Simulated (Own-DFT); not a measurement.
## Calculated data, SiC (2H silicon carbide, atoms displaced)

Computed with Own-DFT development build. A calculation, not a measurement: plane-wave PBE density functional theory by an unreviewed code, no spin, of a simulated periodic cell, stress positive in tension, free energy of the whole cell less one offset for each atom, forces on such cells passed a denser k mesh, this cell's mesh not checked; offsets are fitted by least squares, one for each functional and potential file, so energies compare only between cells with the same atoms and settings and are not formation energies; the far tail of each file's local potential was reset to the Coulomb form; each entry is a single point on an unrelaxed cell, so the pressure reflects the starting lattice, mostly measured values (interpolated for alloys), from which strain is counted, and rises with the displacements; printed positions are rounded, which can move forces by about a meV/angstrom; the program, named Own-DFT, is a retired in-house code; no spin-orbit coupling.

Settings shared by all entries: functional PBE; potential files PseudoDojo norm-conserving, scalar-relativistic, standard set; wave cutoff 42 hartree; occupations Fermi-Dirac; smearing width 0.1 eV; hardware one NVIDIA H100; k mesh 5 x 5 x 3 centred on Gamma.

(1) SiC (2H silicon carbide, atoms displaced)

```
SiC
1.0
      6.1654     0.0000     0.0000
     -3.0827     5.3394     0.0000
      0.0000     0.0000    10.0681
Si C Si C Si C Si C Si C Si C Si C Si C
2 2 2 2 2 2 2 2 2 2 2 2 2 2 2 2
Direct
  0.00444 0.99571 0.99726
  0.15607 0.33236 0.24892
  0.99954 0.00307 0.18868
  0.16814 0.33446 0.43889
  0.00022 0.99399 0.50042
  0.16785 0.33298 0.75133
  0.00606 0.99155 0.68855
  0.16293 0.32476 0.94083
  0.99220 0.49541 0.99649
  0.16712 0.83562 0.24262
  0.00363 0.50309 0.18678
  0.16003 0.83530 0.44022
  0.01156 0.50290 0.49608
  0.16211 0.83185 0.74803
  0.99997 0.50275 0.68457
  0.16745 0.84332 0.94004
  0.50093 0.00170 0.00406
  0.67135 0.33502 0.25385
  0.49854 0.00817 0.18678
  0.67311 0.33273 0.43736
  0.51024 0.99901 0.49895
  0.66291 0.33461 0.74551
  0.50910 0.00903 0.69131
  0.66895 0.33729 0.93786
  0.50207 0.49640 0.99622
  0.66663 0.83382 0.24991
  0.50530 0.49504 0.18941
  0.67470 0.83888 0.43704
  0.50266 0.49998 0.50408
  0.66984 0.83489 0.74948
  0.49707 0.50281 0.69516
  0.65932 0.82723 0.93372
```

Results for SiC (2H silicon carbide, atoms displaced): free energy of cell above offsets -4.611 eV; pressure 3.89 GPa; stress xx -4.08 GPa; stress yy -3.36 GPa; stress zz -4.22 GPa; stress yz -0.5 GPa; stress xz 0.21 GPa; stress xy 1.69 GPa; wall time 114.7 s.

Force:
| element | x (eV/Å) | y (eV/Å) | z (eV/Å) |
| --- | --- | --- | --- |
| Si | -2.225 | 0.285 | 0.906 |
| Si | 2.067 | 0.335 | 0.157 |
| C | -0.249 | -0.372 | -0.62 |
| C | 0.679 | -0.361 | -0.144 |
| Si | -0.274 | 1.187 | 0.214 |
| Si | -0.829 | -0.463 | 0.091 |
| C | -1.77 | 1.293 | -0.424 |
| C | -0.263 | 0.906 | -0.716 |
| Si | 1.071 | 0.79 | 0.512 |
| Si | -0.348 | 0.185 | 1.648 |
| C | -0.605 | -0.14 | -0.301 |
| C | 2.207 | -0.186 | -1.331 |
| Si | -1.188 | 0.048 | 0.653 |
| Si | 1.813 | -0.076 | 0.758 |
| C | 0.386 | -0.49 | 0.547 |
| C | 1.482 | -1.76 | -0.788 |
| Si | 0.21 | 0.014 | -1.431 |
| Si | -0.371 | 0.274 | -0.728 |
| C | 1.069 | -0.706 | 0.731 |
| C | -0.238 | 0.173 | 0.817 |
| Si | -1.513 | 0.345 | 0.466 |
| Si | 0.918 | 0.448 | 1.066 |
| C | -0.394 | -1.289 | -1.046 |
| C | -0.022 | -0.92 | -0.755 |
| Si | -0.687 | 0.323 | 1.122 |
| Si | -0.054 | -0.432 | -0.533 |
| C | -1.256 | 0.619 | -0.314 |
| C | -0.287 | -1.075 | 0.336 |
| Si | 0.067 | -0.041 | -0.724 |
| Si | -0.168 | 0.48 | 0.228 |
| C | 0.296 | -0.072 | -1.577 |
| C | 0.474 | 0.678 | 1.181 |

(2) SiC (2H silicon carbide, atoms displaced)

```
SiC
1.0
      6.1654     0.0000     0.0000
     -3.0827     5.3394     0.0000
      0.0000     0.0000    10.0681
Si C Si C Si C Si C Si C Si C Si C Si C
2 2 2 2 2 2 2 2 2 2 2 2 2 2 2 2
Direct
  0.00040 0.99421 0.99844
  0.16457 0.33298 0.25198
  0.99833 0.99715 0.19254
  0.15728 0.33346 0.43953
  0.99618 0.99886 0.50317
  0.16781 0.32822 0.74977
  0.01211 0.99633 0.68722
  0.16109 0.33039 0.93511
  0.98882 0.48981 0.00060
  0.16466 0.83352 0.24229
  0.00449 0.49910 0.18359
  0.16512 0.83642 0.43705
  0.00346 0.49743 0.50139
  0.16822 0.83019 0.74758
  0.99234 0.50026 0.68647
  0.16472 0.83487 0.94041
  0.50187 0.00215 0.00366
  0.67279 0.33251 0.24784
  0.49579 0.99388 0.18732
  0.66830 0.33588 0.43956
  0.49051 0.99779 0.49979
  0.67132 0.33206 0.74480
  0.50486 0.00472 0.68662
  0.66740 0.33646 0.94315
  0.50584 0.50178 0.99807
  0.66278 0.83011 0.24733
  0.50840 0.50472 0.18439
  0.67439 0.82933 0.43392
  0.49935 0.49955 0.50277
  0.66528 0.83365 0.74997
  0.50396 0.50663 0.68806
  0.66083 0.82090 0.93668
```

It finds free energy of cell above offsets -4.651 eV; pressure 3.92 GPa; stress xx -3.18 GPa; stress yy -3.15 GPa; stress zz -5.41 GPa; stress yz -0.36 GPa; stress xz -0.04 GPa; stress xy 0.55 GPa; wall time 124.4 s.

Force:
| element | x (eV/Å) | y (eV/Å) | z (eV/Å) |
| --- | --- | --- | --- |
| Si | -0.911 | 0.669 | 0.46 |
| Si | 0.837 | 0.101 | -0.483 |
| C | -0.394 | 0.619 | -1.454 |
| C | 1.612 | -0.234 | -0.032 |
| Si | 0.489 | -0.072 | -1.067 |
| Si | -0.388 | 0.513 | -0.174 |
| C | -1.85 | 0.401 | 0.297 |
| C | 0.48 | -0.105 | 0.596 |
| Si | 1.407 | 1.272 | -0.648 |
| Si | 0.166 | -0.403 | 1.719 |
| C | -0.302 | -0.225 | 0.903 |
| C | 0.112 | -0.605 | -0.337 |
| Si | -1.503 | 0.954 | -0.507 |
| Si | 0.393 | 0.057 | 1.081 |
| C | 1.94 | -0.19 | 0.271 |
| C | 0.971 | -0.788 | -0.67 |
| Si | -0.064 | -0.735 | -1.092 |
| Si | -0.709 | 0.136 | 0.598 |
| C | 0.325 | 0.788 | 0.256 |
| C | -0.033 | -0.514 | -0.4 |
| Si | 1.478 | 0.169 | -0.867 |
| Si | -1.23 | 0.391 | 1.443 |
| C | -0.08 | -0.818 | 0.202 |
| C | -0.02 | -1.139 | -1.742 |
| Si | -1.398 | -0.95 | 0.337 |
| Si | 0.561 | 0.046 | 0.603 |
| C | -0.577 | -1.063 | 0.634 |
| C | -1.807 | 0.146 | 0.962 |
| Si | -0.045 | 0.188 | -1.055 |
| Si | 0.788 | 0.313 | -0.068 |
| C | -0.087 | -0.834 | 0.184 |
| C | -0.165 | 1.911 | 0.048 |
